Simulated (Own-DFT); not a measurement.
# Shaking the atoms of grey tin, 64 atoms (Sn64)

These are calculations, not measurements. They come from Own-DFT, an in-house plane-wave density functional program, since retired, whose code no person has reviewed. Each row is one single-point run on a periodic cell that was not relaxed, without spin or spin-orbit coupling.

Settings of every run: PBE; PseudoDojo norm-conserving scalar-relativistic files; cutoff 42 hartree; 3 x 3 x 3 k mesh centred on Gamma; cold (Marzari-Vanderbilt) smearing of 0.2 eV.

Known limits: forces on such cells moved up to 12 meV/angstrom on a denser k mesh; stress not checked against mesh or cutoff.

Cell vectors in Å: (12.978, 0.000, 0.000); (0.000, 12.978, 0.000); (0.000, 0.000, 12.978). In each run every atom was moved at random and independently from its ideal site; u is the rms move along one axis. E is the free energy for each atom above the fitted value at u = 0, and F the rms of the force components.

```
run   u (Å)  E (meV/atom)  F (eV/Å)  largest force (eV/Å)  P (GPa)
  1  0.0201           5.8     0.230                  0.72     3.39
  2  0.0205           5.6     0.221                  0.75     3.38
  3  0.0479          37.4     0.610                  2.45     3.70
  4  0.0507          31.5     0.524                  1.48     3.63
  5  0.0949         135.8     1.327                  7.25     4.61
  6  0.0993             ?         ?                     ?        ?
  7  0.1088         153.4     1.257                  4.87     4.74
  8  0.1397         227.3     1.641                  7.72     5.42
```

## Worked fit

For small independent moves the energy grows as E = (3/2) K u², with K the mean stiffness felt by one atom. The runs with u up to 0.11 Å give K = 9.4 ± 0.6 eV/Å², with residuals divided by u² + 0.0006 Å², since the noise grows with the moves. The scatter is 4.2 meV/atom at u = 0.05 Å. The forces follow F = G u with G = 11.9 eV/Å²; no force at u = 0 is resolved. G exceeds K because the moves of its neighbours add to the force on an atom, and stiffness differs between atoms. The pressure follows P = 3.35 + 125 u² GPa: at fixed volume, shortened bonds push harder than stretched ones pull.

## Withheld run

Question: what energy and rms force should run 6 give?

The fit gives 139 ± 17 meV/atom and about 1.18 eV/Å. The calculation gave 136.3 meV/atom and 1.172 eV/Å.
